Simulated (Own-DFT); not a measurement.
# Strain and stress in wurtzite AlN, 128 atoms (Al64N64)

These are calculations, not measurements. They come from Own-DFT, an in-house plane-wave density functional program, since retired, whose code no person has reviewed. Each row is one single-point run on a periodic cell that was not relaxed, without spin or spin-orbit coupling.

Settings of every run: PBE; PseudoDojo norm-conserving scalar-relativistic files; cutoff 42 hartree; 3 x 3 x 3 k mesh centred on Gamma; Gaussian smearing of 0.01 eV.

Known limits: k mesh not checked against a denser one; stress not checked against mesh or cutoff.

Unstrained cell vectors in Å: (12.448, 0.000, 0.000); (-6.224, 10.780, 0.000); (0.000, 0.000, 9.964). The unstrained cell has measured lattice constants (interpolated for alloys), not those of this functional. That, the random moves and any unrelaxed bonds set the pressure at no strain. Each run strains this cell uniformly, with the atoms carried along. Every atom was also moved at random, by a Gaussian of width 0.05 Å on each axis. Strain is the symmetric tensor, in per cent. Stress is positive in tension, and the pressure is minus a third of its trace.

```
run  e_xx (%)  e_yy (%)  e_zz (%)  s_xx (GPa)  s_yy (GPa)  s_zz (GPa)  P (GPa)  E (meV/atom)
  1      0.00      0.00     -0.25       -6.94       -5.39       -5.72     6.02           6.4
  2      0.00      0.00      1.00       -4.36       -5.97       -0.83     3.72           5.0
  3      0.00      0.00      2.25       -3.36       -6.00        4.70     1.56          13.4
  4      0.00      0.00     -1.00       -5.52       -5.31      -11.48     7.44           7.0
  5      0.00      0.00     -2.00       -7.73       -5.62      -16.45     9.93          22.5
  6      0.00      0.00      0.75       -7.12       -3.50       -2.07     4.23           9.8
  7      0.00      0.00      0.50       -6.12       -3.75       -3.86     4.58           6.6
  8      0.00      0.00      1.25       -5.79       -4.60        1.16     3.08           0.0
  9      0.00      0.00      1.75           ?           ?           ?        ?             ?
```

E is the free energy for each atom above the lowest run shown.

## Worked fit

The change of volume is close to e_xx + e_yy + e_zz. A straight line through the runs shown gives P = 5.68 - 196 x (fractional change of volume) GPa, with an error of 6 on the slope and a scatter of 0.22 GPa. The strain isn't the same on all axes and the cell isn't cubic, so the slope belongs to this path and is not the bulk modulus.

## Withheld run

Question: what pressure should run 9 give? Its volume changes by 1.75 %.

The line gives 2.2 GPa. The calculation gave 2.34 GPa.
